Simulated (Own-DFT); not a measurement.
Al$_{16}$O$_{23}$ (corundum with two vacancies, atoms displaced) (calculated)

All values are calculated (Own-DFT development build). A calculation, not a measurement: plane-wave PBE density functional theory by an unreviewed code, no spin, of a simulated periodic cell, stress positive in tension, free energy of the whole cell less one offset for each atom, defect cell not probed for a lower state with spin; oxygen file: force components 24 meV/angstrom off all-electron in one glass; forces on such cells passed a denser k mesh, this cell's mesh not checked; offsets are fitted by least squares, one for each functional and potential file, so energies compare only between cells with the same atoms and settings and are not formation energies; the far tail of each file's local potential was reset to the Coulomb form; each entry is a single point on an unrelaxed cell, so the pressure reflects the starting lattice, mostly measured values, from which strain is counted, and rises with the displacements; printed positions are rounded, which can move forces by about a meV/angstrom; the program is a retired in-house code; no spin-orbit coupling; before rounding, a Quantum ESPRESSO 7.3.1 run of the same cell and cutoff gave forces within 1 meV/angstrom rms on each cell, which checks the program and not the settings.

## Al$_{16}$O$_{23}$ (corundum with two vacancies, atoms displaced)

```xyz
78
Lattice="5.4940 0.0000 8.6604 -2.7470 4.7579 8.6604 -2.7470 -4.7579 8.6604" Properties=species:S:1:pos:R:3 Al16O23
Al    -0.0438    -0.0305     4.5932
Al    -0.0922    -0.0073     8.3224
Al    -0.2414    -0.0154    11.1444
Al     0.0089     0.1652     1.9647
O     -0.2153     1.6875     7.7372
O      1.4350    -0.6727     7.5568
O     -1.2933    -0.9160     7.5991
O      0.1021    -1.6475     5.5663
O     -1.2850     0.6849     5.4378
O      1.2501     0.8349     5.3339
Al    -1.4217    -2.3818     8.9461
Al    -1.3927    -2.3899    12.7837
Al    -1.3277    -2.2160    15.4309
Al    -1.3097    -2.3509     6.3242
O     -1.3635    -0.7255    11.9377
O      0.0481    -3.1142    11.9029
O     -2.7843    -3.2551    12.0124
O     -1.3604    -3.8714     9.6437
O     -2.9420    -1.4511     9.7648
O      0.0383    -1.4884     9.7719
Al    -1.4632     2.4297     9.0422
Al    -1.3904     2.3322    12.8232
Al    -1.3919     2.4243    15.2932
Al    -1.4487     2.2647     6.2416
O     -1.5532     4.0039    11.8425
O      0.0463     1.4553    11.9654
O     -2.6610     1.4650    11.8566
O     -1.3500     0.8855     9.7535
O     -2.8413     3.1746     9.7910
O     -0.0089     3.2154     9.7616
Al    -2.6925     0.0845    13.1460
Al    -2.6259     0.1983    17.2672
Al    -2.6555     0.0185    19.7855
Al    -2.7911    -0.0455    10.5633
O     -2.9480     1.5480    16.2232
O     -1.3007    -0.7693    16.1545
O     -4.1584    -0.8503    16.3240
O     -2.6634    -1.4605    14.0884
O     -4.1085     0.6412    14.0171
O     -1.3039     0.8364    14.1314
Al     2.9109     0.0367     8.8150
Al     2.8591    -0.0589    12.7970
Al     2.5488    -0.0396    15.4168
Al     2.7544     0.0584     6.3164
O      2.6832     1.7070    11.8545
O      4.2195    -0.7532    12.0104
O      1.5041    -0.9384    11.9711
O      2.7723    -1.5759     9.7626
O      1.3275     0.8438     9.7462
O      4.0630     0.7921     9.6827
Al     1.3556    -2.5256    13.2311
Al     1.3139    -2.3993    17.1924
Al     1.3278    -2.3632    19.7244
Al     1.4531    -2.3224    10.4219
O      2.8954    -3.0800    16.2585
O     -0.0054    -3.2314    16.1397
O     -1.0742     0.5089    22.7167
O     -0.0716    -1.7480    14.0812
O      2.7533    -1.3695    14.0788
Al     1.2619     2.3147    13.1661
Al     1.2350     2.3877    17.0599
Al     1.3523     2.4987    19.6444
Al     1.3951     2.3563    10.5469
O      1.3669     4.0229    16.3086
O      2.9569     1.6398    16.1766
O      0.1499     1.3950    16.1572
O     -0.0320     3.1630    13.8994
O      2.7064     3.2792    13.9186
Al    -0.0311    -0.1593    17.6550
Al     0.0588    -0.1043    21.5320
Al    -0.0520     0.1248    24.0700
Al    -0.0778     0.1091    14.9109
O     -0.1249     1.5942    20.3515
O      1.3986    -0.7388    20.6519
O     -1.4028    -0.9693    20.6073
O     -0.0122    -1.6078    18.4844
O     -1.4253     0.7651    18.3783
O      1.2807     0.8855    18.3902
```

It was run with functional PBE, potential files PseudoDojo norm-conserving, scalar-relativistic, standard set, wave cutoff 72 hartree, occupations Fermi-Dirac, smearing width 0.1 eV and k mesh 3 x 3 x 3 centred on Gamma.

Results for Al$_{16}$O$_{23}$ (corundum with two vacancies, atoms displaced): free energy of cell above offsets -38.125 eV; pressure 14.53 GPa; stress xx -14.6 GPa; stress yy -13.45 GPa; stress zz -15.54 GPa; stress yz -0.87 GPa; stress xz 0.92 GPa; stress xy -1.3 GPa.

Force:
```csv
element,x (eV/Å),y (eV/Å),z (eV/Å)
Al,1.967,-1.393,-1.572
Al,2.623,3.038,2.563
Al,8.766,2.121,-5.238
Al,1.059,-2.452,0.198
O,2.376,0.391,-2.626
O,2.086,-1.152,-0.605
O,-3.157,-1.851,-0.709
O,1.292,-0.142,-2.767
O,-4.065,0.769,0.793
O,3.478,1.451,1.98
Al,0.637,3.766,-1.975
Al,-0.151,0.126,1.119
Al,-3.14,-4.42,-2.052
Al,-2.017,-0.948,-0.406
O,-7.031,-3.61,3.15
O,0.757,-0.435,0.122
O,-0.922,0.103,-3.028
O,0.75,-3.46,3.534
O,0.095,-6.343,-1.921
O,-1.84,1.058,-0.884
Al,1.714,1.634,-3.782
Al,0.647,1.247,-2.57
Al,0.683,-0.57,2.594
Al,1.34,3.106,0.448
O,0.742,0.403,0.621
O,0.576,3.171,1.246
O,-1.139,-0.199,0.704
O,0.036,-4.791,1.953
O,-2.757,0.358,0.62
O,0.822,3.302,1.125
Al,-0.802,-1.838,0.918
Al,-3.844,-4.483,-3.88
Al,-1.333,-1.455,1.11
Al,-0.574,5.547,1.69
O,2.466,2.455,-0.599
O,1.208,5.163,3.986
O,-0.348,0.153,-0.256
O,1.109,-2.889,0.063
O,-2.012,3.091,1.501
O,-3.58,3.892,-2.52
Al,-6.574,-1.642,0.277
Al,-2.743,1.749,-0.225
Al,0.073,0.12,0.724
Al,-1.306,-0.691,-2.414
O,-0.943,-1.94,1.056
O,1.648,-0.297,-1.702
O,-1.897,-0.263,-0.693
O,3.949,1.106,-3.1
O,0.028,-2.77,-1.659
O,3.712,4.684,2.6
Al,1.058,2.246,-1.657
Al,0.675,1.678,-2.774
Al,0.241,1.263,2.434
Al,-2.234,-0.307,4.288
O,-1.887,1.188,0.273
O,1.449,-1.363,1.164
O,-4.649,4.651,0.415
O,-0.382,0.485,0.215
O,0.425,-2.56,1.156
Al,3.534,-1.132,-0.353
Al,3.27,-1.066,0.464
Al,0.433,-1.613,1.327
Al,-2.247,-0.836,1.765
O,-2.233,0.656,-1.148
O,-3.69,-0.6,1.128
O,-3.075,1.318,0.052
O,-3.475,0.538,3.308
O,0.881,-3.365,3.192
Al,1.474,2.893,-2.568
Al,0.215,0.764,-2.98
Al,4.566,-3.31,1.735
Al,4.796,-3.585,1.017
O,-0.027,-0.336,2.629
O,3.244,-0.593,-3.084
O,-0.199,0.479,-1.328
O,2.774,-2.015,-0.253
O,-0.401,-0.326,0.368
O,1.003,0.876,-0.296
```
